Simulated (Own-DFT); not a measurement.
# A layer strained by its substrate: wurtzite AlGaN with randomly placed atoms, 128 atoms (Al48Ga16N64)

Everything here is calculated. The program is Own-DFT (plane waves, in-house, since retired, never reviewed by a person); positions were held fixed, and spin and spin-orbit coupling were off.

All runs used: PBE; PseudoDojo norm-conserving scalar-relativistic files (stringent for Ga); cutoff 96 hartree; 3 x 3 x 3 k mesh centred on Gamma; Gaussian smearing of 0.01 eV.

Keep in mind: k mesh not checked against a denser one; stress not checked against mesh or cutoff.

Unstrained cell vectors in Å: (12.525, 0.000, 0.000); (-6.263, 10.847, 0.000); (0.000, 0.000, 10.066). The unstrained cell has measured lattice constants (interpolated for alloys), not those of this functional. That, the random moves and any unrelaxed bonds set the pressure at no strain. Each run strains x and y alike by e, as a substrate would, and holds the height along z. All atoms carry random offsets, Gaussian with a width of 0.05 Å per axis. The random placing of the alloy's atoms differs from row to row. Stress is positive in tension.

```
e (%)  u (Å)  (s_xx + s_yy)/2 (GPa)  s_zz (GPa)
-2.75  0.046                 -24.00      -11.25
-2.50  0.048                 -21.97      -10.98
-2.25  0.048                 -20.63      -10.33
-1.50  0.051                 -15.91       -9.01
-1.25  0.050                 -14.94       -7.42
-0.50  0.049                 -10.00       -5.69
-0.25  0.053                  -7.85       -8.24
 0.25  0.050                  -5.90       -5.35
 0.50  0.049                      ?           ?
 1.50  0.051                   1.54       -4.09
```

## Fit

With e as a fraction, the in-plane stress is -7.0 + 584 e - 979 e² GPa (errors 14 and 718, scatter 0.37), and s_zz is -6.3 + 174 e GPa (slope ± 24, scatter 0.94). At e = 0 the first slope is C11 + C12 and the second 2 C13, both with the ions held to the strained lattice and at the cell's own pressure. A free layer would change its height as e changes, and the in-plane slope would drop by 2 C13²/C33 to the biaxial modulus. At fixed height, a misfit of 1 % moves the in-plane stress by about 5.8 GPa and s_zz by 1.7 GPa.

## Check

Q: what are the two stresses at e = 0.50 %?

Estimate: -4.1 and -5.4 GPa. DFT gave -3.45 and -6.02 GPa.
